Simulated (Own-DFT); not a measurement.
# Strain and stress in wurtzite AlN, 72 atoms (Al36N36)

All numbers below are calculated, not measured. They come from Own-DFT, an in-house plane-wave density functional program, since retired, whose code no person has reviewed. Each row is one single-point run on a periodic cell that was not relaxed, without spin or spin-orbit coupling.

Settings of every run: PBE; PseudoDojo norm-conserving scalar-relativistic files; cutoff 42 hartree; 4 x 4 x 3 k mesh centred on Gamma; Gaussian smearing of 0.01 eV.

Known limits: k mesh not checked against a denser one; stress not checked against mesh or cutoff.

Unstrained cell vectors in Å: (9.336, 0.000, 0.000); (-4.668, 8.085, 0.000); (0.000, 0.000, 9.964). The unstrained cell has measured lattice constants (interpolated for alloys), not those of this functional. That, the random moves and any unrelaxed bonds set the pressure at no strain. Each run strains this cell uniformly, with the atoms carried along. Every atom was also moved at random, by a Gaussian of width 0.05 Å on each axis. Strain is the symmetric tensor, in per cent. Stress is positive in tension, and the pressure is minus a third of its trace.

| run | e_xx (%) | e_yy (%) | e_zz (%) | e_yz (%) | e_xz (%) | e_xy (%) | s_xx (GPa) | s_yy (GPa) | s_zz (GPa) | s_yz (GPa) | s_xz (GPa) | s_xy (GPa) | P (GPa) | E (meV/atom) |
|---|---|---|---|---|---|---|---|---|---|---|---|---|---|---|
| 1 | -1.00 | 2.00 | -1.81 | 0.94 | -0.16 | -0.08 | -7.81 | -0.15 | -16.92 | 3.04 | -0.22 | -0.45 | 8.30 | 45.0 |
| 2 | 1.82 | 0.35 | -0.45 | -1.73 | 1.50 | -1.32 | 1.54 | -3.36 | -5.12 | -4.46 | 3.87 | -4.38 | 2.31 | 27.7 |
| 3 | -1.72 | -0.45 | -0.80 | 1.41 | -1.19 | 1.50 | -16.35 | -10.74 | -9.98 | 4.27 | -3.10 | 6.81 | 12.36 | 22.0 |
| 4 | 0.47 | -0.77 | 1.88 | 1.78 | -1.36 | 0.06 | -2.76 | -6.52 | 0.97 | 3.66 | -3.32 | 1.06 | 2.77 | 21.4 |
| 5 | 0.38 | -1.28 | 1.71 | 0.81 | -1.34 | 0.99 | -4.16 | -11.90 | 2.68 | 0.69 | -3.45 | 4.67 | 4.46 | 19.8 |
| 6 | 0.39 | 0.97 | 1.89 | -0.30 | -1.95 | -1.62 | -3.79 | -0.73 | 4.31 | -1.78 | -4.84 | -6.90 | 0.07 | 29.3 |
| 7 | -1.41 | 0.68 | 1.20 | -0.16 | -1.70 | 0.25 | -12.80 | -2.74 | -0.23 | 0.08 | -4.81 | 2.49 | 5.26 | 36.3 |
| 8 | -0.37 | 1.97 | -1.18 | 1.70 | 1.77 | 0.20 | -7.82 | 1.53 | -8.77 | 4.93 | 4.20 | 1.82 | 5.02 | 26.7 |
| 9 | -0.70 | 1.24 | -0.30 | -1.04 | 1.16 | -0.28 | -7.66 | -0.01 | -6.66 | -2.39 | 3.05 | -1.65 | 4.78 | 0.0 |
| 10 | -0.32 | -1.86 | 0.43 | 1.61 | -1.06 | -1.94 | -9.63 | -14.24 | -5.44 | 4.45 | -2.37 | -7.49 | 9.77 | 30.0 |
| 11 | 1.07 | 0.30 | -0.46 | 1.99 | -0.73 | 1.85 | 0.60 | -3.57 | -9.02 | 5.27 | -1.06 | 5.21 | 4.00 | 23.3 |
| 12 | 0.33 | -1.56 | 1.50 | 1.23 | 1.41 | 1.49 | -4.83 | -11.91 | -0.64 | 2.73 | 3.45 | 7.10 | 5.79 | 29.7 |
| 13 | 1.96 | -0.80 | -1.21 | 1.50 | -0.70 | 1.48 | 1.66 | -8.04 | -12.15 | 4.07 | -2.51 | 6.27 | 6.18 | 24.8 |
| 14 | -1.19 | 1.77 | 1.60 | 0.71 | -1.03 | 1.83 | -8.24 | 1.75 | 2.53 | 2.47 | -2.64 | 5.51 | 1.32 | 11.0 |
| 15 | -0.83 | 0.35 | -0.25 | -1.81 | -0.73 | -1.21 | -12.00 | -4.81 | -5.50 | -4.54 | -0.49 | -4.74 | 7.43 | 22.6 |
| 16 | 1.69 | 1.95 | 1.07 | 0.84 | -1.93 | -1.80 | 3.07 | 6.22 | 0.31 | 1.94 | -4.61 | -4.58 | -3.20 | 31.2 |
| 17 | 1.56 | 0.58 | -1.68 | 0.58 | -0.61 | 1.51 | 1.61 | -2.10 | -13.42 | 1.50 | -1.00 | 4.53 | 4.64 | 15.0 |
| 18 | 1.08 | 0.30 | 1.38 | 1.13 | 0.00 | 0.23 | ? | ? | ? | ? | ? | ? | ? | ? |

E is the free energy for each atom above the lowest run shown.

## Worked fit

Each stress component was fitted by least squares to a constant and the strains of the runs shown, as fractions, with shears doubled. Shear strains stay in the fit of a normal stress only where such slopes are resolved. The slopes, in GPa:

| stress | at no strain | per e_xx | per e_yy | per e_zz | scatter |
|---|---|---|---|---|---|
| s_xx | -6.2 | 479 ± 29 | 93 ± 28 | 41 ± 27 | 1.35 |
| s_yy | -5.9 | 111 ± 19 | 461 ± 18 | 67 ± 18 | 0.89 |
| s_zz | -6.0 | 30 ± 32 | 63 ± 31 | 483 ± 30 | 1.51 |

Each shear stress against twice its own strain: yz 131 ± 6, xz 122 ± 6, xy 176 ± 14 GPa. These are stiffnesses along x, y and z of the frame in which the cell vectors are given, which need not be the crystal's axes. The atoms are held to the strained lattice; where symmetry lets them move under strain, relaxing them would lower some slopes. The table should be nearly symmetric about its diagonal, and what it lacks of that shows the noise. A ninth of its sum, 203 ± 5 GPa, estimates the bulk modulus near the mean pressure of these runs, 4.8 GPa, so it lies above the value at zero pressure.

## Withheld run

Question: what normal stresses and pressure should run 18 give?

The fit gives s_xx = -0.2, s_yy = -2.4, s_zz = 1.2 and P = 0.5 GPa. The calculation gave 1.17, -2.18, 1.09 and P = -0.02 GPa.
